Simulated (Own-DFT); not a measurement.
# Energy and forces against displacement in grey tin, 64 atoms (Sn64)

Calculated results; nothing here was measured. The program, named Own-DFT, is a retired in-house plane-wave density functional code that no person has reviewed. Each row is one single-point run on a periodic cell that was not relaxed, without spin or spin-orbit coupling.

Settings of every run: PBE; PseudoDojo norm-conserving scalar-relativistic files; cutoff 42 hartree; 3 x 3 x 3 k mesh centred on Gamma; cold (Marzari-Vanderbilt) smearing of 0.2 eV.

Known limits: forces on such cells moved up to 12 meV/angstrom on a denser k mesh; stress not checked against mesh or cutoff.

Cell vectors in Å: (12.978, 0.000, 0.000); (0.000, 12.978, 0.000); (0.000, 0.000, 12.978). In each run every atom was moved at random and independently from its ideal site; u is the rms move along one axis. E is the free energy for each atom above the fitted value at u = 0, and F the rms of the force components.

```
run   u (Å)  E (meV/atom)  F (eV/Å)  largest force (eV/Å)  P (GPa)
  1  0.0192           4.6     0.200                  0.67     3.37
  2  0.0195             ?         ?                     ?        ?
  3  0.0464          27.9     0.522                  1.68     3.58
  4  0.0488          31.2     0.551                  1.96     3.62
  5  0.0494          31.6     0.560                  2.13     3.62
  6  0.0940         104.5     0.983                  3.28     4.31
  7  0.0965         124.4     1.187                  4.24     4.49
  8  0.1472         262.9     1.742                  5.98     5.77
```

## Worked fit

For small independent moves the energy grows as E = (3/2) K u², with K the mean stiffness felt by one atom. The runs with u up to 0.11 Å give K = 8.5 ± 0.2 eV/Å², with residuals divided by u² + 0.0006 Å², since the noise grows with the moves. The scatter is 1.7 meV/atom at u = 0.05 Å. The forces follow F = G u with G = 11.2 eV/Å²; no force at u = 0 is resolved. G exceeds K because the moves of its neighbours add to the force on an atom, and stiffness differs between atoms. At u = 0.147 Å the parabola gives 277 meV/atom and the run 263. The pressure follows P = 3.33 + 118 u² GPa: at fixed volume, shortened bonds push harder than stretched ones pull.

## Withheld run

Question: what energy and rms force should run 2 give?

The fit gives 5 ± 1 meV/atom and about 0.22 eV/Å. The calculation gave 4.6 meV/atom and 0.199 eV/Å.
